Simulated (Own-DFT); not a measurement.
# Stretching a layer in its plane: diamond-structure GeSn with randomly placed atoms, 64 atoms (Ge56Sn8)

The numbers are computed, not measured, by runs of the plane-wave DFT program Own-DFT (in-house, retired, unreviewed) at fixed positions, with no spin and no spin-orbit coupling.

Settings: PBE; PseudoDojo norm-conserving scalar-relativistic files; cutoff 49 hartree; 3 x 3 x 3 k mesh centred on Gamma; Fermi-Dirac smearing of 0.1 eV.

Caveats: forces on such cells moved up to 12 meV/angstrom on a denser k mesh; stress not checked against mesh or cutoff.

Unstrained cell vectors in Å: (11.524, 0.000, 0.000); (0.000, 11.524, 0.000); (0.000, 0.000, 11.524). The unstrained cell has measured lattice constants (interpolated for alloys), not those of this functional. That, the random moves and any unrelaxed bonds set the pressure at no strain. Each run strains x and y alike by e, as a substrate would, and holds the height along z. Each coordinate of each atom was shifted by a normal deviate of width 0.05 Å. The random placing of the alloy's atoms differs from row to row. Stress is positive in tension.

| e (%) | u (Å) | (s_xx + s_yy)/2 (GPa) | s_zz (GPa) |
|---|---|---|---|
| -3.00 | 0.049 | -11.25 | -9.34 |
| -2.50 | 0.049 | ? | ? |
| -2.25 | 0.051 | -9.68 | -8.24 |
| -1.50 | 0.047 | -7.96 | -7.17 |
| -0.75 | 0.053 | -6.79 | -6.45 |
| 0.25 | 0.046 | -4.67 | -4.92 |
| 0.75 | 0.050 | -3.83 | -4.16 |
| 1.50 | 0.049 | -3.03 | -3.59 |
| 2.50 | 0.051 | -1.22 | -2.47 |
| 3.00 | 0.045 | -0.68 | -2.15 |

## Working it out

With e as a fraction, the in-plane stress is -5.2 + 177 e - 795 e² GPa (errors 3 and 164, scatter 0.16), and s_zz is -5.3 + 122 e - 519 e² GPa (slope ± 2, scatter 0.14). At e = 0 the first slope is C11 + C12 and the second 2 C12, both with the ions held to the strained lattice and at the cell's own pressure. The term in e² is negative: the layer stiffens under compression and softens under tension. A free layer would change its height as e changes, and the in-plane slope would drop by 2 C12²/C11 to the biaxial modulus. At fixed height, a misfit of 1 % moves the in-plane stress by about 1.8 GPa and s_zz by 1.2 GPa.

## Test on the hidden row

Q: what are the two stresses at e = -2.50 %?

The fitted form gives -10.2 and -8.6 GPa. Computed: -10.00 and -8.43 GPa.
